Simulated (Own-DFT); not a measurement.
# Computed records: In₃GaAs₄ (zincblende random alloy, strained, atoms displaced)

Computed with Own-DFT development build. A calculation, not a measurement: plane-wave PBE density functional theory by an unreviewed code, no spin, of a simulated periodic cell, stress positive in tension, free energy of the whole cell less one offset for each atom, forces on such cells passed a denser k mesh, this cell's mesh not checked; offsets are fitted by least squares, one for each functional and potential file, so energies compare only between cells with the same atoms and settings and are not formation energies; the far tail of each file's local potential was reset to the Coulomb form; each entry is a single point on an unrelaxed cell, so the pressure reflects the starting lattice, mostly measured values, from which strain is counted, and rises with the displacements; printed positions are rounded, which can move forces by about a meV/angstrom; the program is a retired in-house code; no spin-orbit coupling.

Common to all runs: functional PBE; potential files PseudoDojo norm-conserving, scalar-relativistic, standard set; wave cutoff 42 hartree; occupations Fermi-Dirac; smearing width 0.1 eV; k mesh 3 x 3 x 3 centred on Gamma.

(1) In₃GaAs₄ (zincblende random alloy, strained, atoms displaced)

```cif
# cell vector a (Å): 11.7374 0.0000 0.0000
# cell vector b (Å): 0.0000 11.7374 0.0000
# cell vector c (Å): 0.0000 0.0000 12.0731
data_In3GaAs4
_symmetry_space_group_name_H-M 'P 1'
_symmetry_Int_Tables_number 1
_cell_length_a 11.7374
_cell_length_b 11.7374
_cell_length_c 12.0731
_cell_angle_alpha 90.000
_cell_angle_beta 90.000
_cell_angle_gamma 90.000
_cell_volume 1663.27
loop_
_atom_site_label
_atom_site_type_symbol
_atom_site_fract_x
_atom_site_fract_y
_atom_site_fract_z
_atom_site_occupancy
In1 In 0.99723 0.99369 0.99996 1
Ga1 Ga 0.00132 0.25064 0.24670 1
Ga2 Ga 0.25356 0.99680 0.25313 1
In2 In 0.25113 0.24943 0.00553 1
As1 As 0.12298 0.13030 0.12385 1
As2 As 0.12032 0.37142 0.37892 1
As3 As 0.38013 0.12590 0.37361 1
As4 As 0.37668 0.37496 0.12582 1
In3 In 0.00456 0.99899 0.50258 1
In4 In 0.99584 0.25060 0.75471 1
In5 In 0.24853 0.00390 0.74111 1
Ga3 Ga 0.24832 0.25050 0.49436 1
As5 As 0.12246 0.12561 0.62931 1
As6 As 0.13126 0.37204 0.86856 1
As7 As 0.37093 0.12263 0.88077 1
As8 As 0.37150 0.36989 0.62042 1
In6 In 0.00111 0.50473 0.99914 1
In7 In 0.00487 0.75462 0.24484 1
In8 In 0.24694 0.50839 0.24170 1
Ga4 Ga 0.24816 0.75239 0.00152 1
As9 As 0.12176 0.62930 0.13136 1
As10 As 0.13493 0.87679 0.37447 1
As11 As 0.37184 0.62432 0.37724 1
As12 As 0.38166 0.87437 0.12706 1
In9 In 0.99670 0.50053 0.49848 1
In10 In 0.99123 0.75144 0.75182 1
Ga5 Ga 0.24724 0.50429 0.74642 1
In11 In 0.24199 0.74743 0.50055 1
As13 As 0.12446 0.61958 0.62628 1
As14 As 0.12374 0.87958 0.87106 1
As15 As 0.37130 0.61839 0.85935 1
As16 As 0.36783 0.87010 0.62730 1
In12 In 0.49829 0.00156 0.99816 1
Ga6 Ga 0.49264 0.24708 0.25031 1
In13 In 0.75257 0.99778 0.24563 1
In14 In 0.75064 0.25127 0.99982 1
As17 As 0.62074 0.12119 0.12769 1
As18 As 0.62411 0.38089 0.37761 1
As19 As 0.87329 0.12318 0.37337 1
As20 As 0.87502 0.37560 0.12699 1
In15 In 0.50012 0.99499 0.49892 1
Ga7 Ga 0.49255 0.24642 0.75228 1
In16 In 0.74946 0.99941 0.74244 1
In17 In 0.74891 0.25465 0.50093 1
As21 As 0.62970 0.12281 0.63015 1
As22 As 0.62632 0.37627 0.87256 1
As23 As 0.87023 0.12280 0.87978 1
As24 As 0.87503 0.37853 0.62155 1
In18 In 0.49605 0.49899 0.00000 1
In19 In 0.50336 0.74672 0.24988 1
Ga8 Ga 0.74569 0.50097 0.25240 1
In20 In 0.75402 0.75553 0.99201 1
As25 As 0.61822 0.62362 0.12694 1
As26 As 0.62218 0.87771 0.37295 1
As27 As 0.87298 0.61865 0.37464 1
As28 As 0.87214 0.87135 0.11960 1
In21 In 0.48975 0.49875 0.50126 1
In22 In 0.49797 0.74865 0.74347 1
In23 In 0.74540 0.50050 0.74748 1
In24 In 0.74429 0.75628 0.50612 1
As29 As 0.62142 0.63028 0.62248 1
As30 As 0.63316 0.87431 0.87906 1
As31 As 0.87369 0.62917 0.87839 1
As32 As 0.87201 0.87588 0.61273 1
```

The calculation gives: free energy of cell above offsets -24.314 eV; pressure 5.82 GPa; stress xx -6.2 GPa; stress yy -6.25 GPa; stress zz -5.02 GPa; stress yz 0.3 GPa; stress xz -0.28 GPa; stress xy 0.52 GPa.

Force:
```csv
element,x (eV/Å),y (eV/Å),z (eV/Å)
In,0.439,0.792,0.083
Ga,-0.259,-0.069,0.462
Ga,0.183,0.595,-0.527
In,-0.05,0.445,-0.413
As,-0.253,-1.093,1.449
As,0.57,-0.631,-0.951
As,-1.204,0.308,-0.222
As,0.23,-0.508,0.893
In,0.116,0.465,-0.9
In,-0.359,0.001,-0.187
In,0.423,-0.174,1.032
Ga,-0.05,-0.33,0.163
As,0.27,1.315,-1.291
As,0.293,1.179,0.201
As,0.369,0.587,-1.405
As,-0.834,-0.654,1.248
In,0.36,-0.698,-0.096
In,-1.069,0.386,1.391
In,0.473,-1.321,1.289
Ga,0.164,-0.073,-0.338
As,0.717,0.424,-2.323
As,-0.524,0.734,-0.782
As,-0.155,0.357,-0.415
As,-1.757,-0.062,-0.23
In,0.43,-0.061,0.06
In,0.616,0.183,-0.638
Ga,-0.029,-0.981,-0.299
In,0.553,-0.401,0.196
As,-0.215,0.032,0.712
As,0.769,-0.926,0.52
As,-0.756,0.455,1.494
As,0.409,0.429,-0.717
In,0.484,-0.401,-0.029
Ga,0.827,0.434,-0.023
In,-0.141,0.12,0.305
In,-0.556,-0.018,0.516
As,-0.326,1.255,0.344
As,-0.386,-0.439,-1.419
As,0.865,0.708,-0.329
As,0.015,0.307,1.013
In,-0.23,0.438,0.833
Ga,0.372,0.062,-0.001
In,0.727,-0.519,1.052
In,-0.069,-0.474,-0.283
As,-1.88,1.277,-0.495
As,-1.111,-0.825,-0.299
As,0.277,-0.299,-0.595
As,-0.042,-0.305,0.832
In,0.083,0.166,-0.683
In,-0.534,0.09,0.746
Ga,0.089,-0.131,-0.261
In,-0.685,-1.278,1.411
As,1.794,-0.487,-0.379
As,0.539,-0.367,-0.232
As,-0.775,0.972,-0.846
As,0.335,0.114,0.858
In,0.733,0.154,-0.013
In,0.34,0.624,1.101
In,0.379,0.401,-0.097
In,-0.143,-0.97,-1.7
As,0.018,-1.029,-0.141
As,-1.621,0.642,-1.385
As,-0.088,-1.109,-0.687
As,0.84,0.18,1.426
```

(2) In₃GaAs₄ (zincblende random alloy, strained, atoms displaced)

```cif
# cell vector a (Å): 11.7374 0.0000 0.0000
# cell vector b (Å): 0.0000 11.7374 0.0000
# cell vector c (Å): 0.0000 0.0000 12.0731
data_In3GaAs4
_symmetry_space_group_name_H-M 'P 1'
_symmetry_Int_Tables_number 1
_cell_length_a 11.7374
_cell_length_b 11.7374
_cell_length_c 12.0731
_cell_angle_alpha 90.000
_cell_angle_beta 90.000
_cell_angle_gamma 90.000
_cell_volume 1663.27
loop_
_atom_site_label
_atom_site_type_symbol
_atom_site_fract_x
_atom_site_fract_y
_atom_site_fract_z
_atom_site_occupancy
In1 In 0.99963 0.99750 0.99697 1
In2 In 0.99817 0.24603 0.24770 1
In3 In 0.24615 0.01225 0.25337 1
In4 In 0.24393 0.25006 0.00076 1
As1 As 0.12865 0.12847 0.12293 1
As2 As 0.12647 0.37702 0.38185 1
As3 As 0.37464 0.12382 0.36870 1
As4 As 0.36948 0.38456 0.13094 1
In5 In 0.00028 0.99370 0.50386 1
In6 In 0.00795 0.24564 0.75547 1
Ga1 Ga 0.25062 0.00488 0.74523 1
Ga2 Ga 0.25436 0.25180 0.49519 1
As5 As 0.12627 0.11837 0.62246 1
As6 As 0.12011 0.37107 0.87832 1
As7 As 0.36696 0.12545 0.87583 1
As8 As 0.38360 0.37379 0.62498 1
In7 In 0.00495 0.49381 0.00636 1
In8 In 0.99297 0.75400 0.24858 1
Ga3 Ga 0.24779 0.50370 0.24956 1
In9 In 0.25293 0.75194 0.99658 1
As9 As 0.12884 0.62458 0.12930 1
As10 As 0.12580 0.87249 0.37197 1
As11 As 0.36762 0.62505 0.37719 1
As12 As 0.37315 0.87746 0.12116 1
In10 In 0.99468 0.49894 0.49837 1
In11 In 0.98793 0.75395 0.74711 1
In12 In 0.24493 0.49849 0.75035 1
In13 In 0.24246 0.75364 0.49641 1
As13 As 0.12895 0.62405 0.62279 1
As14 As 0.12040 0.87611 0.87489 1
As15 As 0.36954 0.63423 0.87734 1
As16 As 0.37765 0.88064 0.62411 1
In14 In 0.50497 0.99777 0.99999 1
Ga4 Ga 0.50011 0.25351 0.24841 1
In15 In 0.74522 0.00246 0.25045 1
In16 In 0.75486 0.25481 0.99795 1
As17 As 0.62118 0.13043 0.12651 1
As18 As 0.62349 0.36503 0.36925 1
As19 As 0.86914 0.11199 0.37617 1
As20 As 0.87739 0.37690 0.12320 1
Ga5 Ga 0.50037 0.99510 0.50328 1
In17 In 0.50451 0.24690 0.75170 1
In18 In 0.74600 0.99542 0.74241 1
In19 In 0.75113 0.25255 0.50598 1
As21 As 0.62537 0.12208 0.61943 1
As22 As 0.62913 0.37599 0.87764 1
As23 As 0.87781 0.12242 0.87662 1
As24 As 0.87803 0.37312 0.63698 1
Ga6 Ga 0.50547 0.50328 0.00440 1
In20 In 0.50421 0.74390 0.24943 1
In21 In 0.74552 0.49410 0.24042 1
Ga7 Ga 0.75473 0.74568 0.00010 1
As25 As 0.62891 0.62451 0.12170 1
As26 As 0.62141 0.87820 0.37220 1
As27 As 0.88200 0.62828 0.37445 1
As28 As 0.87720 0.87316 0.12917 1
In22 In 0.49692 0.49804 0.50412 1
In23 In 0.50287 0.75175 0.75016 1
In24 In 0.74981 0.49801 0.74894 1
Ga8 Ga 0.75123 0.74805 0.49900 1
As29 As 0.62894 0.62664 0.61908 1
As30 As 0.62552 0.88212 0.87471 1
As31 As 0.86713 0.63094 0.87901 1
As32 As 0.87496 0.86522 0.61988 1
```

It finds free energy of cell above offsets -24.684 eV; pressure 5.73 GPa; stress xx -6 GPa; stress yy -6.08 GPa; stress zz -5.1 GPa; stress yz 0.39 GPa; stress xz 0.01 GPa; stress xy 0.23 GPa.

Force:
```csv
element,x (eV/Å),y (eV/Å),z (eV/Å)
In,0.095,0.177,0.86
In,-0.004,0.04,0.941
In,-0.033,-1.5,-0.646
In,1.174,0.695,0.092
As,-1.162,-0.613,0.033
As,0.837,-0.499,-0.936
As,1.553,1.252,1.697
As,0.966,-0.186,-0.153
In,0.032,-0.048,-0.66
In,-0.333,-0.694,-0.625
Ga,-0.022,-0.404,0.409
Ga,0.119,-0.227,0.279
As,1.22,0.885,-0.011
As,0.662,0.758,-0.311
As,0.295,-0.635,-0.62
As,-1.696,-0.976,0.242
In,-0.192,1.433,-0.53
In,1.337,-0.645,0.185
Ga,-0.07,-0.037,0.654
In,-1.078,0.585,0.868
As,0.17,-0.057,0.2
As,-0.467,0.836,-0.467
As,0.205,-0.657,-0.746
As,0.141,0.065,1.022
In,0.272,-0.034,0.8
In,1.505,-1.101,0.844
In,0.707,-0.175,0.22
In,0.926,0.017,0.691
As,-1.078,0.235,0.379
As,1.022,0.126,-1.337
As,1.627,-2.085,-0.511
As,-0.513,0.419,0.029
In,-0.852,0.716,0.185
Ga,-0.614,-0.204,-0.182
In,-0.263,-0.367,-0.787
In,-0.148,-0.752,0.317
As,-0.155,0.69,0.079
As,-0.376,0.473,0.17
As,0.873,1.4,0.584
As,-0.021,-0.63,0.468
Ga,-0.124,0.44,-0.587
In,-0.231,-0.262,0.298
In,0.867,0.28,0.172
In,0.471,-0.098,-0.61
As,-0.891,-0.432,-0.284
As,-1.283,0.676,0.373
As,-0.792,-0.095,-0.625
As,0.334,-0.195,-0.857
Ga,-0.698,-0.063,-0.394
In,-0.947,0.322,-0.021
In,0.402,0.325,1.327
Ga,-0.498,0.91,0.266
As,-0.111,0.397,-1.266
As,0.104,-0.581,1.64
As,-2.079,-0.211,0.275
As,-1.589,0.371,-1.533
In,0.577,0.425,-1.343
In,-0.038,-0.056,-0.078
In,-0.248,0.781,0.291
Ga,-0.152,0.074,-0.657
As,0.326,0.426,-0.135
As,0.997,-1.619,0.568
As,0.51,-0.64,0.378
As,-1.568,0.545,-0.925
```
